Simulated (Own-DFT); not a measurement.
# Same atoms, different arrangement: C34N2Si36, 72 atoms

Calculated results; nothing here was measured. The program, named Own-DFT, is a retired in-house plane-wave density functional code that no person has reviewed. Each row is one single-point run on a periodic cell that was not relaxed, without spin or spin-orbit coupling.

Settings of every run: PBE; PseudoDojo norm-conserving scalar-relativistic files; cutoff 42 hartree; 4 x 4 x 3 k mesh centred on Gamma; Fermi-Dirac smearing of 0.1 eV.

Known limits: not probed for a lower state with spin; forces on such cells passed a denser k mesh, each cell not checked; stress not checked against mesh or cutoff.

All cells hold the same atoms in the same cell, with vectors in Å (9.248, 0.000, 0.000); (-4.624, 8.009, 0.000); (0.000, 0.000, 10.068). Every atom was moved at random from its ideal site; u is the rms move along one axis. The defect's site can differ from row to row. E is the free energy of the cell above the lowest run. The arrangements:

- A: 4H SiC, with two N on a C site each, 3.1 Å apart
- B: 2H SiC, with two N on a C site each, 3.1 Å apart

```
arrangement,u (Å),E (eV),P (GPa)
A,0.0295,0.000,2.51
A,0.0297,0.512,2.73
A,0.0332,1.301,2.88
A,0.0482,4.582,4.19
A,0.0528,5.721,4.62
A,0.0528,4.826,4.30
B,0.0289,1.195,2.85
B,0.0292,1.461,2.86
B,0.0300,1.579,3.01
B,0.0465,4.758,4.11
B,0.0496,5.094,4.34
B,0.0541,6.417,4.59
```

Question: once the cost of the random moves is taken out, how do the arrangements rank?

## Worked answer

Fit E = a + b u², with one b for all and one a for each arrangement, and with residuals divided by u², since the noise grows with the moves. Then b = 2577 eV/Å², the scatter at u = 0.04 Å is 0.36 eV, and against A:

- B: 1.03 ± 0.16 eV (higher)

These are energies of unrelaxed cells. Relaxing the atoms lowers the strained arrangements most, so the gaps would shrink and small ones could change sign.
